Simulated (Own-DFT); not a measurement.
# Which defects push the lattice out? wurtzite GaN

No measurement is shown. These are fixed-geometry runs of a retired plane-wave code named Own-DFT, which no person has reviewed; spin and spin-orbit coupling are neglected.

Settings: PBE; PseudoDojo norm-conserving scalar-relativistic files; cutoff 42 hartree; 4 x 4 x 3 k mesh centred on Gamma; Fermi-Dirac smearing of 0.1 eV.

Known weak points (not all hold for every row): not probed for a lower state with spin; forces not confirmed at this smearing and k mesh; stress not checked against mesh or cutoff.

All runs share one cell, with vectors in Å (9.567, 0.000, 0.000); (-4.784, 8.285, 0.000); (0.000, 0.000, 10.370) and a volume of 822.0 Å³. The atoms are randomly displaced, by u rms on each axis. The defect's site can differ from row to row.

| cell | formula | u (Å) | P (GPa) |
|---|---|---|---|
| no defect | Ga36N36 | 0.0189 | 5.86 |
| no defect | Ga36N36 | 0.0197 | 5.91 |
| no defect | Ga36N36 | 0.0498 | 7.31 |
| one Ga on an N site | Ga37N35 | 0.0269 | 12.02 |
| one Ga on an N site | Ga37N35 | 0.0286 | 12.07 |
| one Ga on an N site | Ga37N35 | 0.0506 | ? |
| one Ga on an N site | Ga37N35 | 0.0508 | 13.27 |
| one N on a Ga site | Ga35N37 | 0.0325 | 5.90 |
| one N on a Ga site | Ga35N37 | 0.0477 | 6.84 |
| one N on a Ga site | Ga35N37 | 0.0493 | 6.69 |

## Worked fit

P = P0 + c u² + a shift for each defect gives P0 = 5.64 GPa, c = 671 ± 31 GPa/Å² and a scatter of 0.08 GPa. The shifts, and each times the cell's volume:

- one Ga on an N site: 5.89 ± 0.06 GPa, 30.2 eV
- one N on a Ga site: -0.45 ± 0.07 GPa, -2.3 eV

Positive is outwards. The product with the volume (160.2 GPa Å³ to the eV) is nearly free of the cell's size; divided by the bulk modulus at the cell's pressure it gives the volume that the defect adds. The atoms around the defects weren't relaxed, which would change these numbers.

## Withheld run

The question: what pressure belongs in the blank (one Ga on an N site, u = 0.0506 Å)?

From the fit: 13.25 ± 0.10 GPa. The hidden result is 12.86 GPa. The miss is larger than the scatter suggests: chance, or a term that the fit lacks.
